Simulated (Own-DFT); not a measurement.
# A layer strained by its substrate: wurtzite AlGaN with randomly placed atoms, 72 atoms (Al9Ga27N36)

Calculated, not measured: single-point runs of Own-DFT, a retired in-house plane-wave DFT program that no person has reviewed, on unrelaxed cells, without spin or spin-orbit coupling.

All runs used: PBE; PseudoDojo norm-conserving scalar-relativistic files (stringent for Ga); cutoff 96 hartree; 4 x 4 x 3 k mesh centred on Gamma; Gaussian smearing of 0.01 eV.

Keep in mind: forces on such cells passed a denser k mesh, each cell not checked; stress not checked against mesh or cutoff.

Unstrained cell vectors in Å: (9.509, 0.000, 0.000); (-4.755, 8.235, 0.000); (0.000, 0.000, 10.268). The unstrained cell has measured lattice constants (interpolated for alloys), not those of this functional. That, the random moves and any unrelaxed bonds set the pressure at no strain. Each run strains x and y alike by e, as a substrate would, and holds the height along z. All atoms carry random offsets, Gaussian with a width of 0.05 Å per axis. The random placing of the alloy's atoms differs from row to row. Stress is positive in tension.

| e (%) | u (Å) | (s_xx + s_yy)/2 (GPa) | s_zz (GPa) |
|---|---|---|---|
| -3.00 | 0.052 | -27.27 | -12.78 |
| -2.25 | 0.050 | -20.96 | -11.67 |
| -1.75 | 0.055 | -17.39 | -11.12 |
| -1.50 | 0.048 | -15.49 | -9.91 |
| -1.00 | 0.050 | -13.03 | -8.44 |
| -0.25 | 0.050 | -7.49 | -7.91 |
| 0.50 | 0.049 | -3.51 | -7.43 |
| 1.50 | 0.050 | 0.71 | -5.02 |
| 1.75 | 0.053 | ? | ? |
| 3.00 | 0.047 | 6.85 | -2.31 |

## Fit

With e as a fraction, the in-plane stress is -6.4 + 563 e - 4232 e² GPa (errors 7 and 391, scatter 0.38), and s_zz is -7.6 + 172 e GPa (slope ± 9, scatter 0.49). At e = 0 the first slope is C11 + C12 and the second 2 C13, both with the ions held to the strained lattice and at the cell's own pressure. The term in e² is negative: the layer stiffens under compression and softens under tension. A free layer would change its height as e changes, and the in-plane slope would drop by 2 C13²/C33 to the biaxial modulus. At fixed height, a misfit of 1 % moves the in-plane stress by about 5.6 GPa and s_zz by 1.7 GPa.

## Prediction

The question: what are the two stresses at e = 1.75 %?

The fitted form gives 2.2 and -4.6 GPa. DFT gave 1.70 and -4.32 GPa.
